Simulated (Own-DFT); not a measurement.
# Response to strain: wurtzite AlN, 72 atoms (Al36N36)

These are calculations, not measurements. The program, named Own-DFT, is a retired in-house plane-wave density functional code that no person has reviewed. Each row is one single-point run on a periodic cell that was not relaxed, without spin or spin-orbit coupling.

Settings of every run: PBE; PseudoDojo norm-conserving scalar-relativistic files; cutoff 42 hartree; 4 x 4 x 3 k mesh centred on Gamma; Gaussian smearing of 0.01 eV.

Known limits: k mesh not checked against a denser one; stress not checked against mesh or cutoff.

Unstrained cell vectors in Å: (9.336, 0.000, 0.000); (-4.668, 8.085, 0.000); (0.000, 0.000, 9.964). The unstrained cell has measured lattice constants (interpolated for alloys), not those of this functional. That, the random moves and any unrelaxed bonds set the pressure at no strain. Each run strains this cell uniformly, with the atoms carried along. Every atom was also moved at random, by a Gaussian of width 0.05 Å on each axis. Strain is the symmetric tensor, in per cent. Stress is positive in tension, and the pressure is minus a third of its trace.

| run | e_xx (%) | e_yy (%) | e_zz (%) | e_yz (%) | e_xz (%) | e_xy (%) | s_xx (GPa) | s_yy (GPa) | s_zz (GPa) | s_yz (GPa) | s_xz (GPa) | s_xy (GPa) | P (GPa) | E (meV/atom) |
|---|---|---|---|---|---|---|---|---|---|---|---|---|---|---|
| 1 | -0.50 | -1.57 | 0.14 | -0.38 | -0.73 | -1.25 | -8.83 | -13.65 | -8.54 | 0.11 | -1.99 | -4.10 | 10.34 | 40.2 |
| 2 | -0.63 | 1.36 | -1.46 | -0.73 | 0.08 | -1.75 | -7.74 | -1.63 | -13.73 | -1.38 | 0.82 | -6.16 | 7.70 | 33.6 |
| 3 | -0.42 | 0.26 | 0.91 | 1.34 | 1.10 | 0.20 | -5.90 | -4.10 | -2.25 | 4.31 | 2.33 | 0.93 | 4.08 | 6.1 |
| 4 | -1.42 | -1.02 | 0.03 | -1.40 | -0.08 | -0.94 | -13.35 | -12.16 | -8.15 | -3.73 | -0.86 | -2.96 | 11.22 | 21.6 |
| 5 | -0.06 | -0.06 | 0.49 | 1.19 | -0.33 | -1.70 | -7.22 | -4.58 | -3.72 | 3.21 | -0.61 | -6.00 | 5.17 | 11.5 |
| 6 | 1.89 | -1.42 | -1.60 | -1.53 | -1.94 | -1.65 | -1.62 | -11.57 | -13.27 | -5.55 | -5.93 | -6.91 | 8.82 | 39.7 |
| 7 | 0.14 | 0.07 | 1.94 | 1.33 | -1.17 | 1.55 | -3.24 | -3.11 | 3.08 | 2.82 | -2.62 | 4.73 | 1.09 | 0.0 |
| 8 | 1.13 | 0.76 | 1.19 | -0.20 | 1.89 | -0.79 | -0.06 | -2.34 | 2.13 | -0.32 | 5.48 | -2.09 | 0.09 | 25.7 |
| 9 | -0.80 | 1.09 | 1.62 | 0.30 | 1.37 | -0.23 | -8.10 | -0.12 | 0.95 | 0.77 | 4.30 | -0.29 | 2.42 | 16.1 |
| 10 | -0.55 | -1.27 | 0.52 | -0.53 | 0.00 | 0.75 | -9.92 | -14.80 | -4.18 | -1.02 | -0.74 | 4.09 | 9.63 | 39.3 |
| 11 | -1.72 | 1.24 | 0.47 | 1.44 | 1.08 | 0.61 | -13.49 | -0.60 | -3.23 | 3.23 | 4.27 | 1.97 | 5.77 | 11.0 |
| 12 | -0.02 | -1.71 | -1.80 | 0.75 | 0.47 | -1.47 | -7.70 | -15.35 | -18.52 | 1.78 | 1.55 | -3.38 | 13.86 | 36.4 |
| 13 | -1.65 | -1.53 | 1.99 | 1.17 | -0.74 | -1.59 | -15.66 | -14.59 | 1.32 | 3.51 | -1.03 | -8.34 | 9.64 | 39.3 |
| 14 | 1.96 | -0.44 | -0.49 | 1.67 | 0.18 | -0.89 | 0.76 | -5.16 | -5.77 | 2.91 | 0.23 | -2.83 | 3.39 | 7.5 |
| 15 | -1.56 | 1.13 | -0.49 | 1.17 | -0.45 | 0.44 | -10.44 | -4.87 | -7.86 | 2.83 | -0.61 | 1.61 | 7.73 | 16.5 |
| 16 | -0.78 | -0.63 | -0.41 | -0.44 | 1.43 | -0.64 | -7.86 | -9.61 | -10.31 | -2.03 | 3.75 | -1.82 | 9.26 | 3.2 |
| 17 | 0.20 | 0.55 | -0.57 | -1.99 | 1.31 | -1.93 | -3.11 | -3.23 | -8.06 | -4.94 | 3.82 | -5.70 | 4.80 | 9.0 |
| 18 | 0.32 | -1.22 | 0.83 | -1.30 | -0.23 | 1.66 | ? | ? | ? | ? | ? | ? | ? | ? |

E is the free energy for each atom above the lowest run shown.

## Worked fit

Each stress component was fitted by least squares to a constant and the strains of the runs shown, as fractions, with shears doubled. Shear strains stay in the fit of a normal stress only where such slopes are resolved. The slopes, in GPa:

```
stress,at no strain,per e_xx,per e_yy,per e_zz,scatter
s_xx,-5.9,412 ± 32,119 ± 32,17 ± 30,1.35
s_yy,-6.0,128 ± 31,479 ± 30,71 ± 29,1.30
s_zz,-6.1,108 ± 24,104 ± 24,510 ± 23,1.03
```

Each shear stress against twice its own strain: yz 126 ± 9, xz 131 ± 7, xy 199 ± 11 GPa. These are stiffnesses along x, y and z of the frame in which the cell vectors are given, which need not be the crystal's axes. The atoms are held to the strained lattice; where symmetry lets them move under strain, relaxing them would lower some slopes. The table should be nearly symmetric about its diagonal, and what it lacks of that shows the noise. A ninth of its sum, 216 ± 8 GPa, estimates the bulk modulus near the mean pressure of these runs, 6.8 GPa, so it lies above the value at zero pressure.

## Withheld run

Question: what normal stresses and pressure should run 18 give?

The fit gives s_xx = -5.9, s_yy = -10.8, s_zz = -2.8 and P = 6.5 GPa. The calculation gave -4.65, -14.03, -0.91 and P = 6.53 GPa.
